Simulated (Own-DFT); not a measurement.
# What random displacements cost in hexagonal WC, 64 atoms (C32W32)

These are calculations, not measurements. The program, named Own-DFT, is a retired in-house plane-wave density functional code that no person has reviewed. Each row is one single-point run on a periodic cell that was not relaxed, without spin or spin-orbit coupling.

Settings of every run: PBE; PseudoDojo norm-conserving scalar-relativistic files; cutoff 50 hartree; 4 x 4 x 4 k mesh centred on Gamma; cold (Marzari-Vanderbilt) smearing of 0.2 eV.

Known limits, some of them of some rows only: some atoms lie very close together; forces on such cells moved up to 12 meV/angstrom on a denser k mesh; stress not checked against mesh or cutoff.

Cell vectors in Å: (5.833, -5.052, -2.839); (0.000, -5.052, 8.518); (-5.833, -5.052, -2.839). In each run every atom was moved at random and independently from its ideal site; u is the rms move along one axis. E is the free energy for each atom above the fitted value at u = 0, and F the rms of the force components.

| run | u (Å) | E (meV/atom) | F (eV/Å) | largest force (eV/Å) | P (GPa) |
|---|---|---|---|---|---|
| 1 | 0.0186 | 13.6 | 0.527 | 1.78 | 3.22 |
| 2 | 0.0200 | 16.0 | 0.585 | 2.44 | 3.32 |
| 3 | 0.0205 | 16.0 | 0.571 | 2.25 | 3.34 |
| 4 | 0.0512 | ? | ? | ? | ? |
| 5 | 0.0519 | 99.5 | 1.444 | 6.92 | 6.62 |
| 6 | 0.0523 | 100.3 | 1.436 | 5.63 | 6.68 |
| 7 | 0.0985 | 395.6 | 3.122 | 13.11 | 18.55 |
| 8 | 0.1050 | 430.1 | 3.231 | 13.29 | 20.02 |
| 9 | 0.1486 | 859.9 | 4.826 | 22.04 | 37.52 |

## Worked fit

For small independent moves the energy grows as E = (3/2) K u², with K the mean stiffness felt by one atom. The runs with u up to 0.11 Å give K = 25.8 ± 0.6 eV/Å², with residuals divided by u² + 0.0006 Å², since the noise grows with the moves. The scatter is 4.2 meV/atom at u = 0.05 Å. The forces follow F = G u with G = 29.1 eV/Å²; no force at u = 0 is resolved. G exceeds K because the moves of its neighbours add to the force on an atom, and stiffness differs between atoms. At u = 0.149 Å the parabola gives 854 meV/atom and the run 860. The pressure follows P = 2.55 + 1608 u² GPa: at fixed volume, shortened bonds push harder than stretched ones pull.

## Withheld run

Question: what energy and rms force should run 4 give?

The fit gives 101 ± 5 meV/atom and about 1.49 eV/Å. The calculation gave 98.5 meV/atom and 1.420 eV/Å.
